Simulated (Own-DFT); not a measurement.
# Response to strain: wurtzite AlN, 72 atoms (Al36N36)

All numbers below are calculated, not measured. The program, named Own-DFT, is a retired in-house plane-wave density functional code that no person has reviewed. Each row is one single-point run on a periodic cell that was not relaxed, without spin or spin-orbit coupling.

Settings of every run: PBE; PseudoDojo norm-conserving scalar-relativistic files; cutoff 42 hartree; 3 x 3 x 2 k mesh centred on Gamma; Fermi-Dirac smearing of 0.1 eV.

Known limits: forces on such cells moved up to 12 meV/angstrom on a denser k mesh; stress not checked against mesh or cutoff.

Unstrained cell vectors in Å: (9.336, 0.000, 0.000); (-4.668, 8.085, 0.000); (0.000, 0.000, 9.964). The unstrained cell has measured lattice constants (interpolated for alloys), not those of this functional. That, the random moves and any unrelaxed bonds set the pressure at no strain. Each run strains this cell uniformly, with the atoms carried along. Every atom was also moved at random, by a Gaussian of width 0.05 Å on each axis. Strain is the symmetric tensor, in per cent. Stress is positive in tension, and the pressure is minus a third of its trace.

```
run,e_xx (%),e_yy (%),e_zz (%),s_xx (GPa),s_yy (GPa),s_zz (GPa),P (GPa),E (meV/atom)
1,2.75,2.75,0.00,9.53,7.54,-0.87,-5.40,1.8
2,-2.00,-2.00,0.00,-15.89,-17.93,-10.31,14.71,28.7
3,2.00,2.00,0.00,5.44,3.29,-1.85,-2.29,11.0
4,-0.75,-0.75,0.00,-11.15,-10.50,-5.06,8.90,20.7
5,1.75,1.75,0.00,3.30,2.89,-2.58,-1.20,18.3
6,1.50,1.50,0.00,2.42,3.03,-3.29,-0.72,0.0
7,-2.50,-2.50,0.00,-24.62,-21.76,-8.81,18.40,77.0
8,-1.25,-1.25,0.00,-12.87,-14.70,-5.80,11.12,20.6
9,-0.25,-0.25,0.00,?,?,?,?,?
```

E is the free energy for each atom above the lowest run shown.

## Worked fit

The change of volume is close to e_xx + e_yy + e_zz. A straight line through the runs shown gives P = 6.34 - 219 x (fractional change of volume) GPa, with an error of 7 on the slope and a scatter of 0.72 GPa. The strain isn't the same on all axes and the cell isn't cubic, so the slope belongs to this path and is not the bulk modulus.

## Withheld run

Question: what pressure should run 9 give? Its volume changes by -0.50 %.

The line gives 7.4 GPa. The calculation gave 6.98 GPa.
